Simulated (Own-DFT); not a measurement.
# Response to strain: C40 NbSi2, 36 atoms (Nb12Si24)

All numbers below are calculated, not measured. They come from Own-DFT, an in-house plane-wave density functional program, since retired, whose code no person has reviewed. Each row is one single-point run on a periodic cell that was not relaxed, without spin or spin-orbit coupling.

Settings of every run: PBE; PseudoDojo norm-conserving scalar-relativistic files; cutoff 42 hartree; 4 x 4 x 5 k mesh centred on Gamma; cold (Marzari-Vanderbilt) smearing of 0.2 eV.

Known limits: forces on such cells failed a check on a denser k mesh; stress not checked against mesh or cutoff.

Unstrained cell vectors in Å: (0.000, 8.324, 0.000); (-9.613, 0.000, 0.000); (0.000, 0.000, 6.586). The unstrained cell was taken from the Materials Project. The random moves and any unrelaxed bonds add to the pressure at no strain. Each run strains this cell uniformly, with the atoms carried along. Every atom was also moved at random, by a Gaussian of width 0.05 Å on each axis. Strain is the symmetric tensor, in per cent. Stress is positive in tension, and the pressure is minus a third of its trace.

```
run,e_xx (%),e_yy (%),e_zz (%),e_yz (%),e_xz (%),e_xy (%),s_xx (GPa),s_yy (GPa),s_zz (GPa),s_yz (GPa),s_xz (GPa),s_xy (GPa),P (GPa),E (meV/atom)
1,0.53,-1.86,0.04,-0.83,0.20,-1.25,-1.42,-9.78,-4.66,-3.05,0.28,-3.79,5.29,17.3
2,0.49,0.31,1.23,-0.48,0.77,1.45,-0.51,-0.09,2.08,-1.40,1.54,4.24,-0.49,16.4
3,0.70,-0.98,1.77,0.76,1.43,-0.06,1.28,-4.54,3.45,2.43,4.56,0.03,-0.06,9.4
4,1.82,1.35,1.34,0.82,0.11,-1.28,5.45,4.48,4.33,2.06,0.57,-3.34,-4.76,6.6
5,-1.85,0.84,0.47,0.17,1.85,0.90,-8.22,-0.90,-2.49,0.00,5.06,3.02,3.87,18.1
6,-1.66,1.44,-0.99,0.69,1.47,0.17,-8.79,0.97,-9.98,3.74,5.25,0.00,5.93,34.6
7,-0.04,0.55,-0.10,1.00,0.03,-0.23,-2.18,-0.12,-3.44,2.62,0.47,-0.78,1.92,0.0
8,0.18,0.89,1.61,-0.30,0.76,1.07,0.07,2.21,4.12,-1.15,2.68,2.65,-2.13,6.9
9,-0.35,0.71,1.19,0.97,-1.81,0.20,-2.47,0.72,1.56,2.99,-5.47,1.08,0.06,12.3
10,1.45,1.05,-0.45,-0.62,0.24,-1.73,3.40,1.91,-3.77,-1.77,0.88,-4.35,-0.51,1.4
11,0.99,0.43,-0.75,0.36,-1.09,1.01,0.40,-0.40,-6.05,1.43,-3.19,2.89,2.02,8.4
12,-0.96,1.81,-1.69,0.04,-0.95,-1.38,-5.97,1.98,-11.12,0.18,-3.17,-3.23,5.03,17.9
13,-0.89,1.05,1.68,0.80,1.84,1.16,-4.01,2.13,3.76,2.17,5.15,3.27,-0.63,9.8
14,-0.56,1.11,1.12,-1.12,0.08,1.36,-2.89,1.18,1.73,-2.91,0.47,3.55,-0.01,14.6
15,-1.16,0.76,1.07,-1.43,0.43,-1.78,-6.35,-0.24,0.34,-3.82,1.58,-5.77,2.08,27.3
16,0.19,-0.80,0.18,0.28,-1.95,-0.47,?,?,?,?,?,?,?,?
```

E is the free energy for each atom above the lowest run shown.

## Worked fit

Each stress component was fitted by least squares to a constant and the strains of the runs shown, as fractions, with shears doubled. Shear strains stay in the fit of a normal stress only where such slopes are resolved. The slopes, in GPa:

```
stress  at no strain  per e_xx  per e_yy  per e_zz  scatter
  s_xx          -2.5  364 ± 12   48 ± 14   68 ± 12     0.46
  s_yy          -2.7   80 ± 11  382 ± 13   70 ± 10     0.41
  s_zz          -4.0   90 ± 12   74 ± 14  454 ± 12     0.46
```

Each shear stress against twice its own strain: yz 147 ± 11, xz 152 ± 8, xy 141 ± 6 GPa. These are stiffnesses along x, y and z of the frame in which the cell vectors are given, which need not be the crystal's axes. The atoms are held to the strained lattice; where symmetry lets them move under strain, relaxing them would lower some slopes. The table should be nearly symmetric about its diagonal, and what it lacks of that shows the noise. A ninth of its sum, 181 ± 6 GPa, estimates the bulk modulus near the mean pressure of these runs, 1.2 GPa.

## Withheld run

Question: what normal stresses and pressure should run 16 give?

The fit gives s_xx = -2.0, s_yy = -5.5, s_zz = -3.6 and P = 3.7 GPa. The calculation gave -2.54, -4.92, -3.78 and P = 3.75 GPa.
